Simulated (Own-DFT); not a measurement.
# What a defect does to the pressure of its cell: zincblende GaP

The numbers are computed, not measured, by runs of the plane-wave DFT program Own-DFT (in-house, retired, unreviewed) at fixed positions, with no spin and no spin-orbit coupling.

Common settings: PBE; PseudoDojo norm-conserving scalar-relativistic files; cutoff 42 hartree; 3 x 3 x 3 k mesh centred on Gamma; Fermi-Dirac smearing of 0.1 eV.

Keep in mind (not all hold for every row): not probed for a lower state with spin; forces on such cells failed a check on a denser k mesh; forces on such cells passed a denser k mesh, each cell not checked; stress not checked against mesh or cutoff.

All runs share one cell, with vectors in Å (10.901, 0.000, 0.000); (0.000, 10.901, 0.000); (0.000, 0.000, 10.901) and a volume of 1295.4 Å³. u is the rms random offset of the atoms per axis. The defect's site can differ from row to row.

```
                                     cell    formula   u (Å)  P (GPa)
                                no defect    Ga32P32  0.0191     2.71
                                no defect    Ga32P32  0.0195     2.70
                                no defect    Ga32P32  0.0491     3.27
                      one In on a Ga site  Ga31InP32  0.0283     3.65
                      one In on a Ga site  Ga31InP32  0.0308     3.67
                      one In on a Ga site  Ga31InP32  0.0503     4.02
                      one In on a Ga site  Ga31InP32  0.0521        ?
                          two P vacancies    Ga32P30  0.0292     2.31
                          two P vacancies    Ga32P30  0.0307     2.32
                          two P vacancies    Ga32P30  0.0459     2.47
                       one As on a P site  AsGa32P31  0.0296     3.18
                       one As on a P site  AsGa32P31  0.0296     3.17
                       one As on a P site  AsGa32P31  0.0508     3.69
one Ga on a P site and one P on a Ga site    Ga32P32  0.0290     2.99
one Ga on a P site and one P on a Ga site    Ga32P32  0.0293     2.97
one Ga on a P site and one P on a Ga site    Ga32P32  0.0572     3.62
```

## Working it out

P = P0 + c u² + a shift for each defect gives P0 = 2.63 GPa, c = 255 ± 15 GPa/Å² and a scatter of 0.05 GPa. The shifts, and each times the cell's volume:

- one In on a Ga site: 0.79 ± 0.04 GPa, 6.4 eV
- one As on a P site: 0.35 ± 0.04 GPa, 2.8 eV
- one Ga on a P site and one P on a Ga site: 0.15 ± 0.04 GPa, 1.2 eV
- two P vacancies: -0.59 ± 0.04 GPa, -4.8 eV (-2.4 eV for each of its 2 sites)

Against the defect-free cell, a freed cell would be larger where the shift is positive and smaller where it is negative (160.2 GPa Å³ is 1 eV). The atoms around the defects weren't relaxed, which would change these numbers.

## Withheld run

Q: what pressure belongs in the blank (one In on a Ga site, u = 0.0521 Å)?

From the fit: 4.11 ± 0.06 GPa. The run itself gave 4.08 GPa.
